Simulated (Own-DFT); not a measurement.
# Point defects and the pressure they add: 2H SiC

The numbers are computed, not measured, by runs of the plane-wave DFT program Own-DFT (in-house, retired, unreviewed) at fixed positions, with no spin and no spin-orbit coupling.

Common settings: PBE; PseudoDojo norm-conserving scalar-relativistic files; cutoff 42 hartree; 4 x 4 x 3 k mesh centred on Gamma; Fermi-Dirac smearing of 0.1 eV.

Limits (not all hold for every row): not probed for a lower state with spin; forces on such cells passed a denser k mesh, each cell not checked; stress not checked against mesh or cutoff.

All runs share one cell, with vectors in Å (9.248, 0.000, 0.000); (-4.624, 8.009, 0.000); (0.000, 0.000, 10.068) and a volume of 745.7 Å³. Atoms were moved at random from their sites; u is the rms move along one axis. The defect's site can differ from row to row.

```
cell,formula,u (Å),P (GPa)
no defect,C36Si36,0.0291,3.74
no defect,C36Si36,0.0299,3.95
no defect,C36Si36,0.0593,6.21
one C on a Si site,C37Si35,0.0286,1.91
one C on a Si site,C37Si35,0.0296,1.87
one C on a Si site,C37Si35,0.0512,?
one C on a Si site,C37Si35,0.0534,3.51
one Al on a Si site and one N on a C site,AlC35NSi35,0.0286,3.97
one Al on a Si site and one N on a C site,AlC35NSi35,0.0495,5.16
one Al on a Si site and one N on a C site,AlC35NSi35,0.0544,5.86
two Al on a Si site each,Al2C36Si34,0.0282,5.85
two Al on a Si site each,Al2C36Si34,0.0483,7.07
two Al on a Si site each,Al2C36Si34,0.0497,7.03
two N on a C site each,C34N2Si36,0.0290,2.74
two N on a C site each,C34N2Si36,0.0298,2.87
two N on a C site each,C34N2Si36,0.0492,4.63
```

## Worked fit

P = P0 + c u² + a shift for each defect gives P0 = 3.09 GPa, c = 882 ± 47 GPa/Å² and a scatter of 0.17 GPa. The shifts, and each times the cell's volume:

- two Al on a Si site each: 1.91 ± 0.14 GPa, 8.9 eV (4.4 eV for each of its 2 sites)
- one Al on a Si site and one N on a C site: 0.08 ± 0.14 GPa, 0.4 eV (not resolved)
- two N on a C site each: -0.90 ± 0.14 GPa, -4.2 eV (-2.1 eV for each of its 2 sites)
- one C on a Si site: -2.00 ± 0.14 GPa, -9.3 eV

Against the defect-free cell, a freed cell would be larger where the shift is positive and smaller where it is negative (160.2 GPa Å³ is 1 eV). The atoms around the defects weren't relaxed, which would change these numbers.

## Test on the hidden row

The question: what pressure belongs in the blank (one C on a Si site, u = 0.0512 Å)?

Estimate: 3.40 ± 0.20 GPa. The run itself gave 3.62 GPa.
